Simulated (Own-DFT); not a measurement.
# Computed records: SiGe (layered order of Si and Ge on the diamond lattice, atoms displaced)

Computed with Own-DFT development build. A calculation, not a measurement: plane-wave density functional theory by an unreviewed code, no spin, of a simulated periodic cell, stress positive in tension, run twice, with PBE and with PBEsol, both on files made for PBE, so the change isn't that of files made for PBEsol, forces on such cells passed a denser k mesh, this cell's mesh not checked; the far tail of each file's local potential was reset to the Coulomb form; each entry is a single point on an unrelaxed cell, so the pressure reflects the starting lattice, mostly measured values (interpolated for alloys), from which strain is counted, and rises with the displacements; printed positions are rounded, which can move forces by about a meV/angstrom; the program, named Own-DFT, is a retired in-house code; no spin-orbit coupling; stress was not checked against mesh or cutoff.

## SiGe (layered order of Si and Ge on the diamond lattice, atoms displaced)

```
cell vectors (Å)
  11.0890     0.0000     0.0000
   0.0000    11.0890     0.0000
   0.0000     0.0000    11.0890
atoms (fractions of the cell vectors)
Ge  0.99797  0.99630  0.00192
Ge  0.99775  0.25085  0.24770
Ge  0.25468  0.99821  0.25285
Ge  0.25035  0.25276  0.00326
Ge  0.12735  0.12319  0.12325
Ge  0.12028  0.37352  0.37412
Ge  0.37311  0.12764  0.37355
Ge  0.37322  0.37492  0.12239
Si  0.99762  0.99771  0.50388
Si  0.00602  0.25151  0.74634
Si  0.24801  0.00409  0.74614
Si  0.25253  0.25285  0.49962
Si  0.12156  0.12659  0.62065
Si  0.12254  0.37454  0.87751
Si  0.37960  0.12651  0.87378
Si  0.37691  0.37316  0.62127
Ge  0.00320  0.49941  0.99551
Ge  0.99995  0.75440  0.25368
Ge  0.24863  0.50273  0.25340
Ge  0.24880  0.75331  0.99789
Ge  0.12567  0.62393  0.12171
Ge  0.12706  0.87411  0.37630
Ge  0.37583  0.62362  0.37431
Ge  0.37544  0.87761  0.12176
Si  0.99924  0.50317  0.50343
Si  0.99963  0.74716  0.74662
Si  0.25327  0.50243  0.75138
Si  0.25334  0.75479  0.50078
Si  0.12301  0.62591  0.62364
Si  0.12576  0.87318  0.87133
Si  0.37718  0.62862  0.87905
Si  0.37408  0.87479  0.62595
Ge  0.49609  0.99587  0.00351
Ge  0.49677  0.25005  0.24816
Ge  0.74989  0.99675  0.25030
Ge  0.74616  0.24953  0.99829
Ge  0.62259  0.12829  0.12511
Ge  0.62476  0.36919  0.37473
Ge  0.87770  0.12673  0.37395
Ge  0.87007  0.37555  0.12709
Si  0.50221  0.00049  0.50235
Si  0.49836  0.25126  0.75020
Si  0.75110  0.00136  0.75182
Si  0.74446  0.24871  0.50176
Si  0.62593  0.12521  0.62738
Si  0.62650  0.37515  0.87722
Si  0.87508  0.12688  0.86993
Si  0.87459  0.37077  0.62329
Ge  0.50109  0.49553  0.99610
Ge  0.50162  0.74840  0.24786
Ge  0.74545  0.49997  0.25009
Ge  0.74695  0.74874  0.00290
Ge  0.63418  0.62009  0.12838
Ge  0.62113  0.87116  0.37571
Ge  0.87462  0.62701  0.37806
Ge  0.87401  0.87244  0.12677
Si  0.50226  0.49704  0.49891
Si  0.50726  0.75064  0.75072
Si  0.75170  0.49884  0.75089
Si  0.74950  0.74962  0.50115
Si  0.62049  0.62658  0.62946
Si  0.62687  0.87885  0.87470
Si  0.87200  0.62576  0.87498
Si  0.87403  0.87482  0.62171
```

| Quantity | Value |
| --- | --- |
| functional | PBE, then PBEsol |
| potential files | PseudoDojo norm-conserving, scalar-relativistic, standard set |
| wave cutoff | 42 hartree |
| occupations | Fermi-Dirac |
| smearing width | 0.1 eV |
| k mesh | 3 x 3 x 3 centred on Gamma |
| PBE pressure | 2.91 GPa |
| PBE stress xx | -2.86 GPa |
| PBE stress yy | -2.93 GPa |
| PBE stress zz | -2.93 GPa |
| PBE stress yz | -0.01 GPa |
| PBE stress xz | -0.09 GPa |
| PBE stress xy | -0.31 GPa |
| PBEsol pressure | 0.62 GPa |
| PBEsol stress xx | -0.58 GPa |
| PBEsol stress yy | -0.64 GPa |
| PBEsol stress zz | -0.64 GPa |
| PBEsol stress yz | -0.03 GPa |
| PBEsol stress xz | -0.09 GPa |
| PBEsol stress xy | -0.31 GPa |
| rms change of force components from PBE to PBEsol | 0.044 eV/Å |

Force:
```csv
force element,PBE force x (eV/Å),PBE force y (eV/Å),PBE force z (eV/Å),PBEsol force x (eV/Å),PBEsol force y (eV/Å),PBEsol force z (eV/Å)
Ge,0.145,0.312,-1.111,0.14,0.301,-1
Ge,0.303,-0.257,-0.275,0.291,-0.247,-0.261
Ge,-0.609,0.177,-0.325,-0.588,0.176,-0.323
Ge,-0.137,-0.631,-1.357,-0.127,-0.612,-1.233
Ge,-0.202,-0.152,0.391,-0.195,-0.143,0.384
Ge,0.32,0.432,0.829,0.31,0.419,0.725
Ge,0.501,-0.279,1.109,0.491,-0.276,0.991
Ge,0.151,0.7,0.682,0.147,0.668,0.663
Si,0.25,0.34,-0.308,0.249,0.336,-0.398
Si,-0.663,-0.073,0.297,-0.649,-0.068,0.3
Si,0.174,-0.107,0.34,0.17,-0.097,0.342
Si,-0.668,-0.243,0.233,-0.661,-0.245,0.134
Si,0.619,-0.095,0.048,0.611,-0.094,0.027
Si,0.874,-0.046,-1.106,0.862,-0.035,-0.99
Si,-0.771,-0.174,-0.211,-0.76,-0.183,-0.113
Si,-0.133,0.465,0.572,-0.132,0.461,0.56
Ge,-1.059,0.119,0.11,-1.028,0.129,0.188
Ge,0.176,-0.845,-0.454,0.165,-0.814,-0.445
Ge,-0.105,-0.513,-0.478,-0.1,-0.497,-0.472
Ge,0.067,-0.198,-0.306,0.069,-0.194,-0.214
Ge,-0.176,0.451,0.494,-0.166,0.435,0.482
Ge,-0.027,0.466,0.773,-0.03,0.452,0.668
Ge,0.164,0.342,0.891,0.153,0.331,0.783
Ge,-0.438,-1.02,0.826,-0.421,-0.981,0.802
Si,-0.138,-0.566,0.095,-0.144,-0.559,0.002
Si,-0.275,0.326,0.271,-0.276,0.322,0.274
Si,-0.251,-0.187,-0.109,-0.246,-0.186,-0.099
Si,-0.219,-0.835,0.417,-0.225,-0.826,0.315
Si,0.757,0.018,0.141,0.757,0.019,0.129
Si,-0.348,0.427,-0.605,-0.338,0.417,-0.506
Si,0.225,-0.113,-0.946,0.22,-0.106,-0.838
Si,0.482,0.314,0.266,0.48,0.309,0.267
Ge,0.96,1.086,-1.382,0.921,1.05,-1.258
Ge,-0.023,0.151,0.009,-0.02,0.143,0.003
Ge,-0.298,0.509,0.183,-0.284,0.491,0.17
Ge,0.597,-0.124,-0.458,0.575,-0.122,-0.359
Ge,0.174,-0.856,0.053,0.165,-0.828,0.056
Ge,-0.201,0.486,0.405,-0.204,0.478,0.307
Ge,-0.571,-0.426,0.891,-0.553,-0.41,0.787
Ge,0.422,0.173,-0.685,0.406,0.162,-0.655
Si,-0.417,0.094,0.245,-0.41,0.087,0.151
Si,0.52,0.068,-0.08,0.517,0.077,-0.075
Si,0.147,-0.094,-0.425,0.149,-0.097,-0.418
Si,0.858,-0.299,0.263,0.841,-0.288,0.16
Si,-0.317,-0.126,0.149,-0.315,-0.126,0.149
Si,-0.114,-0.09,-1.304,-0.113,-0.09,-1.186
Si,0.406,0.007,0.101,0.404,0.017,0.187
Si,-0.026,0.491,0.147,-0.027,0.478,0.135
Ge,0.077,0.755,0.233,0.067,0.726,0.307
Ge,-0.228,-0.242,-0.362,-0.215,-0.232,-0.343
Ge,1.17,-0.601,1.293,1.133,-0.582,1.233
Ge,0.413,0.267,-1.01,0.405,0.251,-0.892
Ge,-1.919,0.492,-0.947,-1.855,0.481,-0.908
Ge,0.407,0.426,0.638,0.394,0.408,0.535
Ge,-0.091,-0.309,0.199,-0.085,-0.293,0.116
Ge,-0.083,0.096,-0.128,-0.081,0.098,-0.114
Si,-0.087,0.306,0.527,-0.077,0.301,0.422
Si,-1.077,0.42,0.391,-1.066,0.422,0.398
Si,-0.228,-0.03,-0.158,-0.222,-0.032,-0.156
Si,-0.423,-0.07,0.577,-0.42,-0.077,0.474
Si,0.891,-0.67,-0.648,0.88,-0.669,-0.65
Si,-0.104,-0.277,-0.098,-0.108,-0.272,0.001
Si,0.353,-0.006,-0.504,0.346,0.001,-0.401
Si,-0.174,-0.162,0.692,-0.176,-0.163,0.682
```
